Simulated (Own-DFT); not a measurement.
# Which arrangement is lower? C34N2Si36, 72 atoms

These are calculations, not measurements. They come from Own-DFT, an in-house plane-wave density functional program, since retired, whose code no person has reviewed. Each row is one single-point run on a periodic cell that was not relaxed, without spin or spin-orbit coupling.

Settings of every run: PBE; PseudoDojo norm-conserving scalar-relativistic files; cutoff 42 hartree; 4 x 4 x 3 k mesh centred on Gamma; Fermi-Dirac smearing of 0.1 eV.

Known limits: not probed for a lower state with spin; forces on such cells passed a denser k mesh, each cell not checked; stress not checked against mesh or cutoff.

All cells hold the same atoms in the same cell, with vectors in Å (9.248, 0.000, 0.000); (-4.624, 8.009, 0.000); (0.000, 0.000, 10.068). Every atom was moved at random from its ideal site; u is the rms move along one axis. The defect's site can differ from row to row. E is the free energy of the cell above the lowest run. The arrangements:

- A: 4H SiC, with two N on a C site each, 3.1 Å apart
- B: 2H SiC, with two N on a C site each, 3.1 Å apart

| arrangement | u (Å) | E (eV) | P (GPa) |
|---|---|---|---|
| A | 0.0266 | 0.000 | 2.39 |
| A | 0.0298 | 0.747 | 2.73 |
| A | 0.0299 | 0.659 | 2.60 |
| A | 0.0508 | 4.590 | 4.00 |
| A | 0.0510 | 5.145 | 4.40 |
| A | 0.0511 | 5.026 | 4.16 |
| B | 0.0288 | 1.608 | 2.89 |
| B | 0.0303 | 1.800 | 3.02 |
| B | 0.0312 | 1.689 | 2.92 |
| B | 0.0478 | 5.561 | 4.12 |
| B | 0.0488 | 5.686 | 4.27 |
| B | 0.0514 | 5.740 | 4.10 |

Question: once the cost of the random moves is taken out, how do the arrangements rank?

## Worked answer

Fit E = a + b u², with one b for all and one a for each arrangement, and with residuals divided by u², since the noise grows with the moves. Then b = 2564 eV/Å², the scatter at u = 0.04 Å is 0.24 eV, and against A:

- B: 1.08 ± 0.10 eV (higher)

These are energies of unrelaxed cells. Relaxing the atoms lowers the strained arrangements most, so the gaps would shrink and small ones could change sign.
